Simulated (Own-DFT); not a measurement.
Simulation results for Si2SnGe13 (diamond-structure random alloy, strained, atoms displaced)

A calculation, not a measurement: plane-wave density functional theory by an unreviewed code, no spin, of a simulated periodic cell, stress positive in tension, run twice, with PBE and with PBEsol, both on files made for PBE, so the change isn't that of files made for PBEsol, forces on such cells moved up to 12 meV/angstrom on a denser k mesh; the far tail of each file's local potential was reset to the Coulomb form; each entry is a single point on an unrelaxed cell, so the pressure reflects the starting lattice, mostly measured values (interpolated for alloys), from which strain is counted, and rises with the displacements; printed positions are rounded, which can move forces by about a meV/angstrom; the program, named Own-DFT, is a retired in-house code; no spin-orbit coupling; stress was not checked against mesh or cutoff. Program: Own-DFT development build.

Settings shared by all entries: functional PBE, then PBEsol; potential files PseudoDojo norm-conserving, scalar-relativistic, standard set; wave cutoff 49 hartree; occupations Fermi-Dirac; smearing width 0.1 eV; k mesh 3 x 3 x 3 centred on Gamma.

(1) Si2SnGe13 (diamond-structure random alloy, strained, atoms displaced)

```xyz
64
Lattice="11.1359 0.0000 0.0000 0.0000 11.1359 0.0000 0.0000 0.0000 11.3631" Properties=species:S:1:pos:R:3 Si2SnGe13
Ge    11.0872    11.0826    11.3023
Si     0.0487     2.7453     2.8431
Ge     2.8010     0.0209     2.8832
Ge     2.8228     2.7877     0.0332
Ge     1.3080     1.3792     1.4332
Ge     1.3696     4.2975     4.1967
Ge     4.2277     1.3836     4.2373
Si     4.1359     4.1861     1.3547
Ge     0.0135    11.0872     5.6313
Si     0.0313     2.7230     8.5579
Ge     2.7645    11.1172     8.5769
Ge     2.7923     2.7356     5.6946
Ge     1.4697     1.3706     7.0422
Ge     1.4101     4.2419     9.9313
Ge     4.1067     1.4064     9.9363
Ge     4.1163     4.2240     7.0170
Sn    11.1288     5.5334     0.0151
Ge     0.0348     8.3129     2.8079
Ge     2.8482     5.5296     2.7897
Ge     2.8233     8.4229     0.0436
Ge     1.4005     7.0060     1.3678
Ge     1.2867     9.7151     4.2216
Ge     4.1776     6.9619     4.2656
Sn     4.2563     9.6897     1.4355
Ge    11.1213     5.6102     5.6936
Ge    11.1086     8.3868     8.4998
Ge     2.8188     5.5258     8.5281
Si     2.7460     8.3497     5.6861
Ge     1.3843     6.9766     7.0854
Ge     1.4436     9.7067     9.9311
Ge     4.1403     6.9319     9.9718
Ge     4.0940     9.6973     7.1410
Si     5.5148     0.0001     0.0511
Ge     5.6040     2.8359     2.8361
Ge     8.3244     0.0836     2.8332
Ge     8.4316     2.6930     0.0022
Si     7.0046     1.3983     1.4405
Ge     7.0501     4.1405     4.3324
Ge     9.6689     1.3600     4.1613
Ge     9.8298     4.1428     1.3614
Ge     5.5686     0.0429     5.7098
Ge     5.5609     2.8607     8.5235
Ge     8.3615     0.0522     8.5020
Ge     8.3905     2.7332     5.7568
Ge     6.9203     1.4082     7.0827
Ge     6.9455     4.1678     9.8550
Sn     9.7177     1.4051     9.9802
Ge     9.6643     4.1638     7.1028
Ge     5.4936     5.6028     0.0481
Ge     5.5323     8.2978     2.8640
Ge     8.3621     5.6065     2.8516
Ge     8.4703     8.3799    11.3548
Si     6.9159     6.8601     1.3966
Ge     6.9894     9.8028     4.3234
Si     9.6999     6.9543     4.3307
Sn     9.7461     9.7606     1.4238
Ge     5.6130     5.5681     5.6656
Ge     5.6698     8.3693     8.5723
Ge     8.2838     5.4868     8.5305
Ge     8.3409     8.3843     5.5893
Ge     7.0050     6.9750     7.1790
Ge     6.9799     9.6960     9.9689
Ge     9.7823     6.9470     9.8979
Ge     9.6888     9.7764     7.0037
```

The calculation gives: PBE pressure 8.11 GPa; PBE stress xx -8.4 GPa; PBE stress yy -8.63 GPa; PBE stress zz -7.3 GPa; PBE stress yz -0.58 GPa; PBE stress xz 0.08 GPa; PBE stress xy -0.77 GPa; PBEsol pressure 5.04 GPa; PBEsol stress xx -5.34 GPa; PBEsol stress yy -5.56 GPa; PBEsol stress zz -4.22 GPa; PBEsol stress yz -0.54 GPa; PBEsol stress xz 0.08 GPa; PBEsol stress xy -0.73 GPa; rms change of force components from PBE to PBEsol 0.046 eV/Å.

Force:
```tsv
force element	PBE force x (eV/Å)	PBE force y (eV/Å)	PBE force z (eV/Å)	PBEsol force x (eV/Å)	PBEsol force y (eV/Å)	PBEsol force z (eV/Å)
Ge	2.866	0.03	0.119	2.781	0.032	0.13
Si	-0.719	0.702	0.279	-0.705	0.686	0.267
Ge	-1.136	0.18	0.21	-1.104	0.177	0.208
Ge	-1.057	0.036	-0.08	-1.06	-0.003	-0.126
Ge	0.792	-0.199	-0.287	0.805	-0.229	-0.319
Ge	-0.056	-1.494	0.42	-0.025	-1.412	0.43
Ge	-0.141	0.486	0.08	-0.14	0.467	0.083
Si	0.859	-0.448	0.779	0.836	-0.436	0.759
Ge	-0.489	0.992	0.118	-0.476	0.941	0.107
Si	1.052	1.541	-1.578	1.035	1.516	-1.547
Ge	0.047	0.198	-0.7	0.049	0.186	-0.681
Ge	0.021	0.951	-1.285	0.036	0.914	-1.229
Ge	-1.332	-0.273	0.954	-1.256	-0.292	0.892
Ge	0.909	-2.315	-1.201	0.918	-2.214	-1.136
Ge	1.299	-0.133	0.335	1.215	-0.099	0.299
Ge	0.763	-0.379	0.398	0.743	-0.37	0.396
Sn	0.58	1.358	-0.703	0.571	1.323	-0.687
Ge	-0.338	-1.371	1.406	-0.289	-1.288	1.334
Ge	-0.22	0.798	-0.265	-0.256	0.816	-0.21
Ge	-1.414	-1.773	-1.768	-1.382	-1.737	-1.72
Ge	1.338	0.225	1.127	1.293	0.23	1.097
Ge	1.713	-0.188	0.341	1.622	-0.149	0.302
Ge	-0.476	-0.164	0.609	-0.419	-0.189	0.542
Sn	-0.562	1.485	0.747	-0.607	1.381	0.776
Ge	-0.603	-0.253	-0.002	-0.545	-0.269	0.032
Ge	0.04	0.119	-0.461	0.046	0.1	-0.441
Ge	-0.385	0.744	-0.459	-0.375	0.719	-0.435
Si	-0.118	0.039	-0.509	-0.119	0.036	-0.495
Ge	0.439	0.084	0.4	0.381	0.047	0.418
Ge	-0.778	0.003	0.253	-0.757	0.013	0.246
Ge	0.287	0.802	-0.439	0.284	0.771	-0.418
Ge	0.868	0.014	-0.279	0.873	0.057	-0.225
Si	2.123	1.717	-1.64	2.05	1.651	-1.646
Ge	-0.046	0.06	-0.598	-0.042	0.05	-0.505
Ge	-1.434	-0.516	0.126	-1.337	-0.53	0.18
Ge	-3.103	2.786	2.245	-2.96	2.733	2.153
Si	-1.202	0.163	-0.732	-1.137	0.194	-0.679
Ge	-0.238	0.234	-0.502	-0.242	0.228	-0.483
Ge	1.665	1.148	1.287	1.572	1.07	1.274
Ge	-2.019	-1.844	2.825	-1.983	-1.77	2.696
Ge	-0.663	-0.841	0.186	-0.628	-0.802	0.172
Ge	-0.979	-0.797	-0.77	-0.936	-0.766	-0.748
Ge	-1.462	-1.564	-1.073	-1.421	-1.523	-1.047
Ge	-0.109	-0.375	-0.922	-0.124	-0.349	-0.892
Ge	0.043	0.167	0.809	0.053	0.166	0.776
Ge	-0.229	-0.249	2.423	-0.223	-0.241	2.312
Sn	1.513	-0.699	-1.975	1.424	-0.728	-1.869
Ge	1.739	-0.239	0.622	1.64	-0.213	0.576
Ge	0.603	-0.893	-0.52	0.564	-0.854	-0.58
Ge	2.642	-1.171	1.179	2.52	-1.118	1.174
Ge	0.228	-0.464	-0.235	0.218	-0.514	-0.219
Ge	-2.571	-2.442	-1.089	-2.471	-2.341	-1.096
Si	0.786	1.302	0.36	0.765	1.276	0.353
Ge	-0.919	-0.026	-1.116	-0.886	-0.025	-1.071
Si	0.686	0.197	-1.081	0.675	0.19	-1.059
Sn	0.148	0.328	1.487	0.154	0.316	1.426
Ge	0.038	0.383	0.27	0.033	0.364	0.264
Ge	-1.549	-0.453	-0.294	-1.488	-0.441	-0.279
Ge	1.135	1.184	-0.152	1.094	1.145	-0.159
Ge	0.127	-0.808	0.988	0.091	-0.725	1.001
Ge	-0.192	-0.005	-1.146	-0.198	-0.013	-1.103
Ge	0.183	1.481	0.634	0.206	1.396	0.574
Ge	-1.278	0.51	-0.946	-1.238	0.51	-0.908
Ge	0.286	-0.069	0.79	0.283	-0.061	0.76
```

(2) Si2SnGe13 (diamond-structure random alloy, strained, atoms displaced)

```xyz
64
Lattice="11.1359 0.0000 0.0000 0.0000 11.1359 0.0000 0.0000 0.0000 11.3631" Properties=species:S:1:pos:R:3 Si2SnGe13
Si    11.1259     0.0524    11.2702
Ge    11.1313     2.7334     2.8948
Ge     2.8567     0.0303     2.7091
Ge     2.7774     2.7566     0.0389
Si     1.4280     1.3702     1.3812
Ge     1.4467     4.2097     4.1908
Ge     4.1901     1.3520     4.2132
Ge     4.1860     4.1937     1.4394
Ge     0.0255     0.0118     5.6148
Sn     0.0044     2.7934     8.5568
Ge     2.7293     0.1011     8.4376
Ge     2.6759     2.7332     5.6730
Ge     1.4896     1.3311     7.1197
Ge     1.4066     4.1722     9.9154
Ge     4.1833     1.3551     9.9687
Ge     4.1256     4.2013     7.1136
Ge     0.0549     5.5315    11.2938
Ge     0.0433     8.2468     2.8347
Ge     2.7575     5.5489     2.8577
Sn     2.8472     8.2751    11.3505
Ge     1.3185     6.9746     1.4625
Ge     1.3747     9.6978     4.2586
Ge     4.2001     6.9350     4.2417
Ge     4.2183     9.8092     1.3522
Ge    11.0989     5.5048     5.6040
Ge    11.0917     8.3574     8.5086
Ge     2.7452     5.5614     8.5680
Si     2.7651     8.3072     5.7754
Ge     1.4997     6.9257     7.1472
Ge     1.3962     9.8071     9.9472
Ge     4.1208     6.9063     9.9602
Ge     4.2093     9.6963     7.1756
Ge     5.5649     0.1091    11.3595
Si     5.6792     2.8021     2.8258
Ge     8.3866    11.0930     2.8679
Sn     8.2994     2.8442    11.3348
Ge     7.0687     1.3769     1.3985
Ge     6.9275     4.1941     4.3438
Ge     9.6981     1.4498     4.2372
Si     9.6639     4.2590     1.5202
Ge     5.5786    11.0973     5.7091
Si     5.5542     2.7464     8.6000
Ge     8.3303    11.1327     8.5485
Ge     8.3220     2.7702     5.6963
Ge     6.9328     1.3933     7.1153
Sn     6.9959     4.1899     9.9011
Ge     9.7550     1.3485    10.0349
Ge     9.7053     4.2297     7.1522
Ge     5.4985     5.5596     0.0110
Ge     5.4766     8.4253     2.8456
Ge     8.3301     5.5977     2.8376
Ge     8.3786     8.3639    11.3360
Si     6.9092     6.9518     1.4254
Ge     6.9541     9.7349     4.3317
Ge     9.6815     6.9880     4.2937
Ge     9.7377     9.7231     1.4144
Ge     5.6151     5.6053     5.7258
Ge     5.5818     8.3457     8.5929
Ge     8.3904     5.6001     8.5067
Si     8.2813     8.3737     5.7354
Ge     6.9797     6.9622     7.1462
Ge     7.0134     9.6807     9.9703
Ge     9.6386     6.9466    10.0114
Ge     9.7771     9.7214     7.1177
```

The calculation gives: PBE pressure 7.97 GPa; PBE stress xx -8.28 GPa; PBE stress yy -8.58 GPa; PBE stress zz -7.04 GPa; PBE stress yz 0.57 GPa; PBE stress xz -0.17 GPa; PBE stress xy 0.85 GPa; PBEsol pressure 4.9 GPa; PBEsol stress xx -5.22 GPa; PBEsol stress yy -5.5 GPa; PBEsol stress zz -3.97 GPa; PBEsol stress yz 0.54 GPa; PBEsol stress xz -0.17 GPa; PBEsol stress xy 0.81 GPa; rms change of force components from PBE to PBEsol 0.043 eV/Å.

Force:
```tsv
force element	PBE force x (eV/Å)	PBE force y (eV/Å)	PBE force z (eV/Å)	PBEsol force x (eV/Å)	PBEsol force y (eV/Å)	PBEsol force z (eV/Å)
Si	0.832	-0.861	1.867	0.779	-0.877	1.785
Ge	0.359	0.881	-1.538	0.337	0.861	-1.423
Ge	-1.046	-0.379	0.947	-0.958	-0.399	0.943
Ge	0.148	0.354	-0.153	0.185	0.382	-0.189
Si	-1.289	-0.082	-0.036	-1.217	-0.047	0.004
Ge	-1.063	-1.116	0.875	-1.041	-1.09	0.857
Ge	0.427	0.894	0.141	0.38	0.828	0.163
Ge	0.103	-0.887	0.537	0.068	-0.825	0.476
Ge	-0.431	0.004	0.522	-0.414	-0.006	0.506
Sn	-0.421	-1.145	-0.903	-0.405	-1.104	-0.869
Ge	2.04	-2.293	2.018	1.974	-2.223	1.958
Ge	1.446	0.65	-0.56	1.399	0.632	-0.538
Ge	-2.063	0.837	-2.03	-1.985	0.816	-1.97
Ge	1.399	0.449	1.605	1.358	0.451	1.557
Ge	-0.642	0.819	-0.806	-0.65	0.765	-0.735
Ge	0.47	-0.949	0.085	0.424	-0.889	0.065
Ge	-1.268	0.183	1.366	-1.207	0.207	1.295
Ge	-1.46	1.382	0.875	-1.413	1.335	0.843
Ge	0.693	0.787	-0.774	0.67	0.757	-0.746
Sn	-1.573	1.614	1.002	-1.524	1.574	0.971
Ge	0.468	-1.788	-0.468	0.453	-1.734	-0.444
Ge	1.102	-0.007	-0.231	1.024	0.018	-0.248
Ge	-0.707	0.497	0.824	-0.658	0.46	0.77
Ge	0.714	0.345	0.47	0.692	0.341	0.476
Ge	0.485	0.671	0.728	0.466	0.648	0.701
Ge	0.678	-0.663	0.72	0.654	-0.629	0.691
Ge	0.748	-0.34	-0.215	0.72	-0.324	-0.214
Si	0.768	0.454	-0.979	0.751	0.441	-0.958
Ge	-1.863	0.191	-0.638	-1.835	0.145	-0.56
Ge	-0.777	0.315	-0.875	-0.727	0.275	-0.894
Ge	2.058	-1.279	-1.905	1.998	-1.249	-1.841
Ge	-0.719	0.242	-0.556	-0.659	0.269	-0.508
Ge	1.112	-1.234	0.111	1.064	-1.204	0.115
Si	-0.691	-0.305	0.174	-0.675	-0.298	0.167
Ge	-0.362	-0.115	0.055	-0.351	-0.102	0.045
Sn	3.506	-1.392	2.843	3.383	-1.415	2.734
Ge	-1.739	-0.841	1.86	-1.67	-0.842	1.767
Ge	0.293	-0.286	-0.962	0.32	-0.246	-0.886
Ge	0.219	-0.695	0.633	0.225	-0.671	0.615
Si	2.017	-0.4	-0.358	1.977	-0.391	-0.343
Ge	-0.513	0.283	0.065	-0.485	0.27	0.061
Si	-1.168	-0.417	-1.768	-1.148	-0.415	-1.739
Ge	0.429	-0.139	-0.212	0.416	-0.14	-0.203
Ge	0.105	0.439	0.42	0.094	0.429	0.402
Ge	-0.328	0.151	0.492	-0.282	0.11	0.441
Sn	-3.1	2.3	-2.213	-2.975	2.283	-2.112
Ge	-0.461	-0.842	-0.919	-0.498	-0.769	-0.944
Ge	-0.143	-0.076	-1.696	-0.141	-0.07	-1.644
Ge	0.28	0.942	0.685	0.226	0.888	0.632
Ge	1.171	-0.487	-0.227	1.106	-0.447	-0.198
Ge	-0.763	0.358	0.384	-0.74	0.356	0.448
Ge	-0.933	-0.505	1.607	-0.877	-0.464	1.515
Si	-0.093	0.595	-0.047	-0.093	0.582	-0.046
Ge	0.146	-0.305	-0.531	0.095	-0.251	-0.544
Ge	-0.135	0.272	0.225	-0.087	0.218	0.176
Ge	1.214	0.291	-0.22	1.142	0.25	-0.189
Ge	-0.79	-0.117	0.105	-0.76	-0.118	0.094
Ge	-0.12	-0.561	0.049	-0.114	-0.541	0.043
Ge	0.318	1.168	-0.683	0.308	1.133	-0.661
Si	0.773	-0.067	-0.015	0.756	-0.063	-0.013
Ge	-0.024	0.592	-0.173	-0.058	0.533	-0.13
Ge	-0.824	1.176	0.002	-0.789	1.135	-0.007
Ge	1.712	-0.098	-0.778	1.66	-0.088	-0.764
Ge	-0.728	0.537	-0.823	-0.671	0.542	-0.754
```
